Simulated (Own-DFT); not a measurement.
# What random displacements cost in rutile TiO2, 72 atoms (O48Ti24)

These are calculations, not measurements. They come from Own-DFT, an in-house plane-wave density functional program, since retired, whose code no person has reviewed. Each row is one single-point run on a periodic cell that was not relaxed, without spin or spin-orbit coupling.

Settings of every run: PBE; PseudoDojo norm-conserving scalar-relativistic files; cutoff 72 hartree; 3 x 3 x 3 k mesh centred on Gamma; Fermi-Dirac smearing of 0.1 eV.

Known limits, some of them of some rows only: some atoms lie very close together; oxygen file: force components 24 meV/angstrom off all-electron in a glass; forces on such cells passed a denser k mesh, each cell not checked; stress not checked against mesh or cutoff.

Cell vectors in Å: (9.187, 0.000, 0.000); (0.000, 9.187, 0.000); (0.000, 0.000, 8.876). In each run every atom was moved at random and independently from its ideal site; u is the rms move along one axis. E is the free energy for each atom above the fitted value at u = 0, and F the rms of the force components.

| run | u (Å) | E (meV/atom) | F (eV/Å) | largest force (eV/Å) | P (GPa) |
|---|---|---|---|---|---|
| 1 | 0.0180 | 6.8 | 0.312 | 1.20 | 4.80 |
| 2 | 0.0210 | 9.7 | 0.403 | 1.54 | 5.06 |
| 3 | 0.0478 | 47.5 | 0.960 | 3.48 | 6.57 |
| 4 | 0.0523 | 60.9 | 1.098 | 4.64 | 7.03 |
| 5 | 0.0531 | 53.8 | 0.964 | 3.38 | 7.28 |
| 6 | 0.0791 | ? | ? | ? | ? |
| 7 | 0.0836 | 155.3 | 1.853 | 7.75 | 11.49 |
| 8 | 0.1177 | 335.7 | 3.351 | 21.46 | 19.05 |
| 9 | 0.1447 | 510.3 | 3.758 | 18.09 | 27.45 |

## Worked fit

For small independent moves the energy grows as E = (3/2) K u², with K the mean stiffness felt by one atom. The runs with u up to 0.11 Å give K = 14.1 ± 0.5 eV/Å², with residuals divided by u² + 0.0006 Å², since the noise grows with the moves. The scatter is 3.4 meV/atom at u = 0.05 Å. The forces follow F = G u with G = 19.7 eV/Å²; no force at u = 0 is resolved. G exceeds K because the moves of its neighbours add to the force on an atom, and stiffness differs between atoms. At u = 0.145 Å the parabola gives 444 meV/atom and the run 510. The pressure follows P = 4.45 + 994 u² GPa: at fixed volume, shortened bonds push harder than stretched ones pull.

## Withheld run

Question: what energy and rms force should run 6 give?

The fit gives 133 ± 9 meV/atom and about 1.56 eV/Å. The calculation gave 137.2 meV/atom and 1.665 eV/Å.
